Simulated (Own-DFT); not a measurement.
# Computed records: GaP (zincblende, atoms displaced)

A calculation, not a measurement: plane-wave PBE density functional theory by an unreviewed code, no spin, of a simulated periodic cell, stress positive in tension, free energy of the whole cell less one offset for each atom, forces on such cells passed a denser k mesh, this cell's mesh not checked; offsets are fitted by least squares, one for each functional and potential file, so energies compare only between cells with the same atoms and settings and are not formation energies; the far tail of each file's local potential was reset to the Coulomb form; each entry is a single point on an unrelaxed cell, so the pressure reflects the starting lattice, mostly measured values (interpolated for alloys), from which strain is counted, and rises with the displacements; printed positions are rounded, which can move forces by about a meV/angstrom; the program, named Own-DFT, is a retired in-house code; no spin-orbit coupling. Program: Own-DFT development build.

Settings shared by all entries: functional PBE; potential files PseudoDojo norm-conserving, scalar-relativistic, standard set; wave cutoff 42 hartree; occupations Fermi-Dirac; smearing width 0.1 eV; hardware one NVIDIA H100; k mesh 3 x 3 x 3 centred on Gamma.

(1) GaP (zincblende, atoms displaced)

```
cell vectors (Å)
  10.9010     0.0000     0.0000
   0.0000    10.9010     0.0000
   0.0000     0.0000    10.9010
atoms (fractions of the cell vectors)
Ga  0.00203  0.00168  0.99728
Ga  0.99803  0.24843  0.25223
Ga  0.24989  0.99837  0.25188
Ga  0.24841  0.24973  0.99680
P   0.12330  0.12749  0.12736
P   0.12624  0.37416  0.37215
P   0.37488  0.12484  0.37554
P   0.37736  0.37189  0.12628
Ga  0.99855  0.99757  0.49862
Ga  0.99740  0.24839  0.75004
Ga  0.25359  0.00207  0.75208
Ga  0.24831  0.25052  0.50066
P   0.12314  0.12437  0.62270
P   0.12278  0.37413  0.87163
P   0.37600  0.12587  0.87387
P   0.37654  0.37609  0.62278
Ga  0.00069  0.50147  0.99944
Ga  0.00477  0.74879  0.25232
Ga  0.25078  0.49955  0.24989
Ga  0.25198  0.75174  0.99848
P   0.12280  0.62674  0.12176
P   0.12518  0.87819  0.37286
P   0.37742  0.62690  0.37510
P   0.37645  0.87517  0.12619
Ga  0.99713  0.49983  0.49850
Ga  0.99857  0.75126  0.74917
Ga  0.24896  0.50054  0.74992
Ga  0.25193  0.75145  0.50026
P   0.12703  0.62594  0.62509
P   0.12636  0.87647  0.87475
P   0.37455  0.62384  0.87466
P   0.37565  0.87321  0.62358
Ga  0.50227  0.00005  0.00008
Ga  0.49979  0.24552  0.24821
Ga  0.75310  0.99837  0.25233
Ga  0.75097  0.25310  0.99772
P   0.62616  0.12242  0.12239
P   0.62661  0.37838  0.37231
P   0.87239  0.12562  0.37295
P   0.87801  0.37431  0.12416
Ga  0.50025  0.00314  0.49825
Ga  0.49920  0.25154  0.74935
Ga  0.74630  0.99758  0.75040
Ga  0.74977  0.24945  0.50217
P   0.62636  0.12620  0.62537
P   0.62268  0.37735  0.87414
P   0.87701  0.12263  0.87279
P   0.87400  0.37758  0.62325
Ga  0.49994  0.50086  0.99740
Ga  0.49900  0.74889  0.25126
Ga  0.74966  0.50031  0.25198
Ga  0.74893  0.75033  0.00081
P   0.62633  0.62539  0.12423
P   0.62347  0.87390  0.37458
P   0.87141  0.62500  0.37614
P   0.87660  0.87506  0.12891
Ga  0.50070  0.49875  0.49703
Ga  0.50437  0.74680  0.75069
Ga  0.74709  0.49834  0.75031
Ga  0.75128  0.74902  0.49752
P   0.62374  0.62416  0.62458
P   0.62480  0.87702  0.87567
P   0.87397  0.62288  0.87635
P   0.87290  0.87322  0.62704
```

| Property | Result |
| --- | --- |
| free energy of cell above offsets | -35.755 eV |
| pressure | 2.7 GPa |
| stress xx | -2.7 GPa |
| stress yy | -2.71 GPa |
| stress zz | -2.7 GPa |
| stress yz | -0.01 GPa |
| stress xz | 0.16 GPa |
| stress xy | -0.14 GPa |
| wall time | 526.6 s |

Force:
```csv
element,x (eV/Å),y (eV/Å),z (eV/Å)
Ga,-0.08,-0.193,0.574
Ga,0.122,0.213,-0.202
Ga,0.136,0.429,-0.452
Ga,0.038,0.121,0.351
P,0.309,-0.326,-0.271
P,-0.311,0.174,0.344
P,-0.157,0.114,-0.032
P,-0.265,0.307,-0.427
Ga,-0.202,0.218,0.116
Ga,0.08,0.143,-0.433
Ga,-0.298,-0.238,-0.525
Ga,0.113,-0.012,-0.05
P,0.137,-0.078,0.268
P,0.125,0.128,0.213
P,0.148,0.021,0.255
P,-0.278,-0.035,0.123
Ga,-0.046,-0.273,-0.076
Ga,-0.524,0.005,-0.107
Ga,0.072,0.209,-0.282
Ga,-0.092,-0.028,0.141
P,0.612,-0.173,0.287
P,0.066,-0.554,0.501
P,-0.467,-0.307,0.012
P,-0.088,0.035,-0.137
Ga,0.498,0.105,0.006
Ga,0.21,-0.286,0.266
Ga,0.131,-0.167,-0.137
Ga,-0.238,-0.027,-0.181
P,-0.393,-0.009,-0.236
P,-0.02,-0.091,-0.152
P,0.027,0.176,-0.047
P,0.338,0.353,0.384
Ga,-0.385,0.037,0.007
Ga,0.317,0.198,0.139
Ga,-0.493,-0.051,-0.313
Ga,0.004,-0.299,0.039
P,0.357,0.254,0.258
P,-0.278,-0.854,0.222
P,0.17,-0.059,0.594
P,-0.299,0.217,0.19
Ga,0.034,-0.352,0.259
Ga,0.073,-0.03,-0.091
Ga,0.374,0.301,-0.094
Ga,0.002,0.31,-0.36
P,-0.274,-0.114,0.068
P,0.161,-0.382,0.024
P,-0.577,0.151,0.117
P,0.016,-0.361,0.334
Ga,-0.113,-0.048,0.55
Ga,0.28,0.06,-0.335
Ga,0.257,0.006,-0.642
Ga,0.339,0.169,0.089
P,-0.282,-0.099,0.111
P,0.205,0.196,0.095
P,0.673,0.038,-0.326
P,0.189,-0.114,-0.514
Ga,0.02,0.169,0.129
Ga,-0.45,0.326,-0.054
Ga,0.226,0.272,-0.141
Ga,-0.431,0.187,0.422
P,0.317,-0.083,-0.229
P,-0.068,-0.475,0.024
P,-0.072,0.3,-0.279
P,0.003,0.177,-0.385
```

(2) GaP (zincblende, atoms displaced)

```
cell vectors (Å)
  10.9010     0.0000     0.0000
   0.0000    10.9010     0.0000
   0.0000     0.0000    10.9010
atoms (fractions of the cell vectors)
Ga  0.00105  0.99803  0.99942
Ga  0.00146  0.25001  0.24861
Ga  0.25213  0.00199  0.25189
Ga  0.25289  0.25211  0.00043
P   0.12452  0.12297  0.12412
P   0.12157  0.37643  0.37414
P   0.37299  0.12669  0.37588
P   0.37288  0.37262  0.12368
Ga  0.99860  0.99611  0.50217
Ga  0.00009  0.24739  0.74794
Ga  0.24548  0.00001  0.74953
Ga  0.25111  0.25128  0.49839
P   0.12543  0.12636  0.62565
P   0.12558  0.37355  0.87492
P   0.37864  0.12684  0.87370
P   0.37548  0.37253  0.62400
Ga  0.00172  0.49845  0.00282
Ga  0.00146  0.75222  0.25148
Ga  0.24831  0.49797  0.25188
Ga  0.24827  0.75177  0.00222
P   0.12407  0.62225  0.12370
P   0.12750  0.87386  0.37459
P   0.37539  0.62492  0.37775
P   0.37208  0.87397  0.12467
Ga  0.00218  0.49920  0.49972
Ga  0.99794  0.75042  0.74608
Ga  0.24922  0.50273  0.74957
Ga  0.25205  0.75139  0.50040
P   0.12566  0.62604  0.62232
P   0.12633  0.87499  0.87587
P   0.37500  0.62697  0.87478
P   0.37790  0.87374  0.62658
Ga  0.50037  0.99959  0.99880
Ga  0.50176  0.24767  0.24951
Ga  0.75219  0.00134  0.24855
Ga  0.74725  0.24717  0.00126
P   0.62114  0.12541  0.12525
P   0.62252  0.37714  0.37679
P   0.87342  0.12713  0.37470
P   0.87362  0.37495  0.12534
Ga  0.50047  0.00016  0.49958
Ga  0.50135  0.24918  0.75006
Ga  0.74677  0.00198  0.75131
Ga  0.74686  0.25176  0.50117
P   0.62487  0.12557  0.62402
P   0.62402  0.37562  0.87542
P   0.87478  0.12496  0.87515
P   0.87755  0.37703  0.62495
Ga  0.50024  0.50167  0.00371
Ga  0.49453  0.74820  0.25109
Ga  0.74884  0.49839  0.24968
Ga  0.74823  0.74972  0.00024
P   0.62645  0.62725  0.12315
P   0.62383  0.87594  0.37161
P   0.87533  0.62448  0.37433
P   0.87332  0.87518  0.12624
Ga  0.50039  0.50122  0.50148
Ga  0.50224  0.74981  0.74800
Ga  0.75133  0.49748  0.75227
Ga  0.75251  0.74889  0.50193
P   0.62797  0.62592  0.62663
P   0.62468  0.87311  0.87531
P   0.87309  0.62625  0.87501
P   0.87575  0.87394  0.62604
```

| Item | Value |
| --- | --- |
| free energy of cell above offsets | -35.795 eV |
| pressure | 2.69 GPa |
| stress xx | -2.68 GPa |
| stress yy | -2.7 GPa |
| stress zz | -2.71 GPa |
| stress yz | -0.08 GPa |
| stress xz | 0.09 GPa |
| stress xy | -0.15 GPa |
| wall time | 525.7 s |

Force:
```csv
element,x (eV/Å),y (eV/Å),z (eV/Å)
Ga,-0.26,0.049,0.035
Ga,-0.25,-0.119,-0.031
Ga,-0.254,-0.144,-0.223
Ga,-0.367,-0.522,-0.31
P,0.268,0.248,0.006
P,0.397,-0.385,0.112
P,0.412,-0.133,-0.031
P,0.464,0.429,0.587
Ga,0.178,0.457,-0.353
Ga,-0.081,0.328,0.297
Ga,0.695,0.08,0.121
Ga,-0.366,0.107,0.071
P,-0.061,-0.244,-0.474
P,-0.096,0.11,-0.113
P,-0.554,-0.359,0.071
P,-0.035,0.42,0.221
Ga,-0.383,-0.014,-0.534
Ga,-0.127,-0.336,-0.215
Ga,0.236,0.197,-0.157
Ga,0.045,-0.388,-0.25
P,0.168,0.43,0.413
P,-0.085,0.303,0.175
P,-0.258,-0.274,-0.203
P,0.304,0.305,0.125
Ga,-0.297,0.32,-0.026
Ga,0.339,-0.223,0.546
Ga,0.123,-0.279,0.029
Ga,0.011,-0.004,0.066
P,-0.023,0.014,0.164
P,-0.379,-0.228,-0.26
P,0.051,-0.039,0.127
P,-0.355,0.383,-0.108
Ga,-0.217,-0.142,0.039
Ga,-0.405,0.429,0.225
Ga,-0.339,0.096,0.134
Ga,0.149,0.302,-0.143
P,0.463,-0.388,-0.045
P,0.092,-0.198,-0.279
P,0.232,-0.142,0.231
P,0.003,-0.221,-0.075
Ga,-0.07,-0.073,-0.095
Ga,0.035,0.215,-0.089
Ga,0.284,-0.219,-0.05
Ga,0.39,0.106,-0.086
P,-0.054,-0.067,0.067
P,0.003,-0.099,0.134
P,-0.022,-0.082,0.06
P,-0.244,-0.303,-0.006
Ga,-0.178,-0.074,-0.362
Ga,0.462,0.153,-0.216
Ga,0.021,0.232,0.048
Ga,0.328,0.168,-0.102
P,-0.348,-0.218,0.583
P,0.193,-0.207,0.295
P,0.048,-0.022,0.038
P,0.273,-0.097,-0.255
Ga,-0.022,0.039,0.236
Ga,-0.116,-0.156,0.291
Ga,-0.025,0.177,-0.075
Ga,-0.26,0.186,-0.441
P,-0.08,-0.326,-0.089
P,0.004,0.251,-0.037
P,0.434,-0.171,0.139
P,-0.491,0.362,0.045
```

(3) GaP (zincblende, atoms displaced)

```
cell vectors (Å)
  10.9010     0.0000     0.0000
   0.0000    10.9010     0.0000
   0.0000     0.0000    10.9010
atoms (fractions of the cell vectors)
Ga  0.99972  0.00341  0.99985
Ga  0.99918  0.24899  0.25003
Ga  0.24949  0.00196  0.25052
Ga  0.25143  0.25161  0.99932
P   0.12401  0.12273  0.12399
P   0.12484  0.37705  0.37395
P   0.37527  0.12602  0.37709
P   0.37571  0.37396  0.12531
Ga  0.99674  0.00076  0.50139
Ga  0.00055  0.25105  0.75378
Ga  0.25029  0.99886  0.74883
Ga  0.25038  0.24677  0.50260
P   0.12554  0.12428  0.62088
P   0.12351  0.37441  0.87466
P   0.37435  0.12880  0.87135
P   0.37219  0.37659  0.62664
Ga  0.99769  0.49929  0.00148
Ga  0.99716  0.75139  0.24868
Ga  0.24939  0.49839  0.25140
Ga  0.25292  0.75039  0.99479
P   0.12711  0.62532  0.12488
P   0.12813  0.87657  0.37575
P   0.37415  0.62324  0.37651
P   0.37477  0.87252  0.12377
Ga  0.00051  0.50059  0.49673
Ga  0.00078  0.74889  0.74968
Ga  0.25161  0.50025  0.75231
Ga  0.25081  0.75157  0.50080
P   0.12572  0.62256  0.62338
P   0.12247  0.87311  0.87630
P   0.37300  0.62436  0.87355
P   0.37594  0.87253  0.62633
Ga  0.49817  0.99602  0.00045
Ga  0.49839  0.25260  0.25010
Ga  0.74904  0.00440  0.25166
Ga  0.75168  0.25031  0.00126
P   0.62514  0.12293  0.12472
P   0.62371  0.37421  0.37711
P   0.87719  0.12508  0.37379
P   0.87716  0.37371  0.12192
Ga  0.49988  0.00177  0.50179
Ga  0.49899  0.24770  0.74640
Ga  0.74810  0.00299  0.75178
Ga  0.74664  0.24891  0.49928
P   0.62664  0.12848  0.62337
P   0.62962  0.37420  0.87726
P   0.87586  0.12652  0.87846
P   0.87494  0.37300  0.62592
Ga  0.49992  0.50167  0.99761
Ga  0.49914  0.75011  0.24956
Ga  0.75008  0.50083  0.25038
Ga  0.75044  0.74998  0.99779
P   0.62431  0.62433  0.12915
P   0.62711  0.87722  0.37344
P   0.87368  0.62653  0.37375
P   0.87586  0.87144  0.12542
Ga  0.50014  0.49950  0.49736
Ga  0.50014  0.75043  0.74874
Ga  0.75255  0.50137  0.75340
Ga  0.75055  0.75214  0.50289
P   0.62365  0.62419  0.62591
P   0.62481  0.87406  0.87630
P   0.87741  0.62403  0.87551
P   0.87470  0.87556  0.62500
```

| Item | Value |
| --- | --- |
| free energy of cell above offsets | -35.669 eV |
| pressure | 2.73 GPa |
| stress xx | -2.74 GPa |
| stress yy | -2.72 GPa |
| stress zz | -2.73 GPa |
| stress yz | 0.17 GPa |
| stress xz | -0.26 GPa |
| stress xy | -0.02 GPa |
| wall time | 503.2 s |

Force:
```csv
element,x (eV/Å),y (eV/Å),z (eV/Å)
Ga,-0.112,-0.693,0.166
Ga,0.319,0.223,-0.127
Ga,0.2,-0.167,-0.09
Ga,-0.258,-0.149,0.083
P,0.324,0.469,0.088
P,0.058,-0.643,0.175
P,0.051,-0.035,-0.276
P,-0.1,0.352,-0.169
Ga,0.406,-0.19,-0.262
Ga,0.029,-0.309,-0.566
Ga,-0.236,0.007,0.092
Ga,-0.094,0.614,-0.338
P,-0.369,-0.067,0.778
P,0.262,0.313,0.283
P,0.092,-0.673,0.411
P,0.39,-0.158,-0.273
Ga,0.591,0.19,-0.06
Ga,0.692,-0.198,0.246
Ga,0.103,0.191,-0.278
Ga,-0.448,-0.095,0.497
P,-0.128,0.038,-0.096
P,-0.567,-0.122,-0.031
P,0.056,0.307,-0.216
P,-0.221,0.24,0.208
Ga,-0.298,-0.1,0.256
Ga,0.037,-0.06,-0.186
Ga,-0.506,-0.131,-0.213
Ga,-0.093,-0.269,-0.046
P,0.008,0.244,0.168
P,0.235,0.413,-0.251
P,0.531,0.135,-0.029
P,0.021,0.407,-0.142
Ga,-0.018,0.507,-0.166
Ga,0.261,-0.416,0.002
Ga,0.329,-0.484,-0.324
Ga,-0.24,-0.166,0.151
P,-0.256,0.364,-0.059
P,0.217,0.096,-0.421
P,-0.389,0.162,0.254
P,-0.368,0.096,0.692
Ga,0.138,-0.3,-0.131
Ga,0.278,0.67,0.268
Ga,0.209,-0.14,-0.025
Ga,0.691,0.25,-0.115
P,-0.264,-0.571,0.26
P,-0.634,-0.005,-0.37
P,-0.158,-0.129,-0.425
P,0.003,0.226,-0.203
Ga,0.177,-0.207,0.283
Ga,0.043,-0.007,0.321
Ga,0.098,-0.374,-0.009
Ga,-0.008,-0.27,0.388
P,0.034,0.117,-0.67
P,-0.358,-0.141,0.338
P,0.053,-0.011,0.27
P,-0.372,0.844,-0.229
Ga,-0.158,0.022,0.469
Ga,0.092,-0.203,0.207
Ga,-0.144,-0.197,-0.375
Ga,-0.258,-0.214,-0.286
P,0.263,-0.053,-0.053
P,-0.047,0.092,-0.283
P,-0.143,0.247,0.01
P,-0.046,0.113,0.43
```

(4) GaP (zincblende, atoms displaced)

```
cell vectors (Å)
  10.9010     0.0000     0.0000
   0.0000    10.9010     0.0000
   0.0000     0.0000    10.9010
atoms (fractions of the cell vectors)
Ga  0.00112  0.99892  0.00121
Ga  0.99710  0.24889  0.25037
Ga  0.24669  0.00001  0.25222
Ga  0.24852  0.25126  0.00121
P   0.12191  0.12329  0.12533
P   0.12358  0.37296  0.37134
P   0.37366  0.12220  0.37361
P   0.37571  0.37663  0.12538
Ga  0.00254  0.99768  0.50155
Ga  0.99947  0.24932  0.74742
Ga  0.25193  0.00119  0.74897
Ga  0.24992  0.24813  0.49838
P   0.12295  0.12479  0.62495
P   0.12392  0.37326  0.87756
P   0.37863  0.12637  0.87065
P   0.37818  0.37506  0.62539
Ga  0.00294  0.49969  0.00261
Ga  0.99882  0.74582  0.24992
Ga  0.24911  0.49872  0.25195
Ga  0.24671  0.75143  0.99785
P   0.12302  0.62609  0.12404
P   0.12696  0.87556  0.37443
P   0.37339  0.62476  0.37602
P   0.37394  0.87458  0.12229
Ga  0.99944  0.50115  0.50069
Ga  0.99890  0.74808  0.74984
Ga  0.24872  0.49995  0.74822
Ga  0.25221  0.74875  0.49713
P   0.12576  0.62189  0.62533
P   0.12266  0.87779  0.87186
P   0.37557  0.62418  0.87581
P   0.37431  0.87580  0.62373
Ga  0.50125  0.99784  0.99950
Ga  0.49907  0.25040  0.25006
Ga  0.75126  0.99830  0.24642
Ga  0.75209  0.25161  0.00029
P   0.62349  0.12351  0.12486
P   0.62608  0.37011  0.37326
P   0.87387  0.12536  0.37697
P   0.87657  0.37567  0.12652
Ga  0.50085  0.00274  0.49870
Ga  0.49826  0.24875  0.74992
Ga  0.75256  0.00186  0.75280
Ga  0.74975  0.25022  0.49686
P   0.62553  0.12609  0.62370
P   0.62678  0.37657  0.87401
P   0.87379  0.12088  0.87254
P   0.87336  0.37432  0.62525
Ga  0.50149  0.49766  0.99662
Ga  0.50074  0.74888  0.24977
Ga  0.75162  0.49838  0.24922
Ga  0.75057  0.75133  0.99673
P   0.62528  0.62476  0.12465
P   0.62764  0.87228  0.37686
P   0.87318  0.61984  0.37397
P   0.87587  0.87439  0.12747
Ga  0.49969  0.50255  0.50106
Ga  0.50350  0.75091  0.75191
Ga  0.74867  0.50117  0.75004
Ga  0.74767  0.74950  0.49813
P   0.62542  0.62422  0.62349
P   0.62970  0.87617  0.87266
P   0.87675  0.62847  0.87702
P   0.87264  0.87709  0.62553
```

| Quantity | Value |
| --- | --- |
| free energy of cell above offsets | -35.696 eV |
| pressure | 2.73 GPa |
| stress xx | -2.73 GPa |
| stress yy | -2.73 GPa |
| stress zz | -2.72 GPa |
| stress yz | -0.04 GPa |
| stress xz | -0.07 GPa |
| stress xy | -0.01 GPa |
| wall time | 500 s |

Force:
```csv
element,x (eV/Å),y (eV/Å),z (eV/Å)
Ga,-0.304,-0.059,-0.143
Ga,0.054,-0.157,-0.002
Ga,0.338,-0.055,-0.565
Ga,0.315,-0.364,0.011
P,0.304,0.273,0.035
P,0.014,0.106,0.516
P,0.129,0.316,-0.014
P,-0.067,-0.109,-0.079
Ga,-0.34,0.113,-0.172
Ga,-0.139,0.025,0.332
Ga,-0.145,0.023,-0.048
Ga,0.017,0.208,0.138
P,0.415,0.051,-0.049
P,0.001,0.155,-0.473
P,-0.541,-0.269,0.836
P,-0.505,-0.051,-0.201
Ga,-0.37,0.025,-0.27
Ga,0,0.29,0.268
Ga,-0.031,0.194,-0.295
Ga,0.134,-0.03,-0.09
P,0.512,-0.109,0.218
P,-0.459,-0.538,0.103
P,0.311,-0.149,-0.338
P,-0.075,0.027,0.359
Ga,0.057,-0.444,-0.076
Ga,0.075,0.295,-0.284
Ga,0.291,-0.298,0.364
Ga,-0.298,0.181,0.465
P,-0.111,0.549,-0.244
P,0.262,-0.221,0.067
P,-0.146,0.155,-0.191
P,0.309,-0.171,0.067
Ga,-0.069,0.123,-0.212
Ga,-0.11,-0.259,-0.115
Ga,-0.172,0.201,0.507
Ga,-0.109,-0.263,-0.061
P,0.185,0.221,-0.092
P,-0.297,0.801,0.103
P,0.206,-0.442,-0.231
P,-0.045,-0.102,-0.29
Ga,0.053,-0.377,0.101
Ga,0.624,0.332,-0.235
Ga,-0.465,-0.084,-0.729
Ga,0.043,-0.08,0.43
P,0.096,-0.043,0.209
P,-0.097,-0.439,-0.044
P,0.505,0.761,0.647
P,0.045,0.152,-0.092
Ga,-0.064,0.257,0.36
Ga,-0.111,0.14,-0.021
Ga,-0.468,-0.104,-0.097
Ga,-0.002,-0.009,0.56
P,0.098,-0.086,-0.186
P,-0.469,0.502,-0.509
P,0.144,0.564,0.281
P,0.058,-0.2,-0.419
Ga,0.163,-0.454,-0.312
Ga,-0.356,-0.045,-0.259
Ga,0.38,0.136,0.04
Ga,0.53,-0.17,0.289
P,-0.006,0.214,0.21
P,-0.428,-0.011,0.231
P,-0.082,-0.712,-0.133
P,0.215,-0.484,-0.176
```
